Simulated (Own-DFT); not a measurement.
# What a defect does to the pressure of its cell: rock-salt HfC

The numbers are computed, not measured, by runs of the plane-wave DFT program Own-DFT (in-house, retired, unreviewed) at fixed positions, with no spin and no spin-orbit coupling.

Common settings: PBE; PseudoDojo norm-conserving scalar-relativistic files; cutoff 42 hartree; 4 x 4 x 4 k mesh centred on Gamma; cold (Marzari-Vanderbilt) smearing of 0.2 eV.

Limits: hafnium file: forces about 75 meV/angstrom off all-electron values; forces on such cells failed a check on a denser k mesh; stress not checked against mesh or cutoff.

All runs share one cell, with vectors in Å (3.784, -5.351, 6.554); (-3.784, 5.351, 6.554); (-7.568, -5.351, 0.000) and a volume of 796.2 Å³. The atoms are randomly displaced, by u rms on each axis. The defect's site can differ from row to row.

| cell | formula | u (Å) | P (GPa) |
|---|---|---|---|
| no defect | C32Hf32 | 0.0194 | 3.13 |
| no defect | C32Hf32 | 0.0470 | 4.56 |
| no defect | C32Hf32 | 0.0542 | 5.05 |
| one Hf vacancy | C32Hf31 | 0.0509 | 4.02 |
| one Hf vacancy | C32Hf31 | 0.0526 | 4.04 |
| one Hf vacancy | C32Hf31 | 0.0546 | 4.14 |
| one C vacancy | C31Hf32 | 0.0302 | 3.15 |
| one C vacancy | C31Hf32 | 0.0310 | 3.05 |
| one C vacancy | C31Hf32 | 0.0491 | ? |
| one C vacancy | C31Hf32 | 0.0495 | 4.07 |

## Working it out

P = P0 + c u² + a shift for each defect gives P0 = 2.93 GPa, c = 715 ± 39 GPa/Å² and a scatter of 0.09 GPa. The shifts, and each times the cell's volume:

- one C vacancy: -0.53 ± 0.07 GPa, -2.7 eV
- one Hf vacancy: -0.85 ± 0.08 GPa, -4.2 eV

Against the defect-free cell, a freed cell would be larger where the shift is positive and smaller where it is negative (160.2 GPa Å³ is 1 eV). The atoms around the defects weren't relaxed, which would change these numbers.

## The run left out

The question: what pressure belongs in the blank (one C vacancy, u = 0.0491 Å)?

The fitted form gives 4.12 ± 0.11 GPa. Computed: 4.44 GPa.
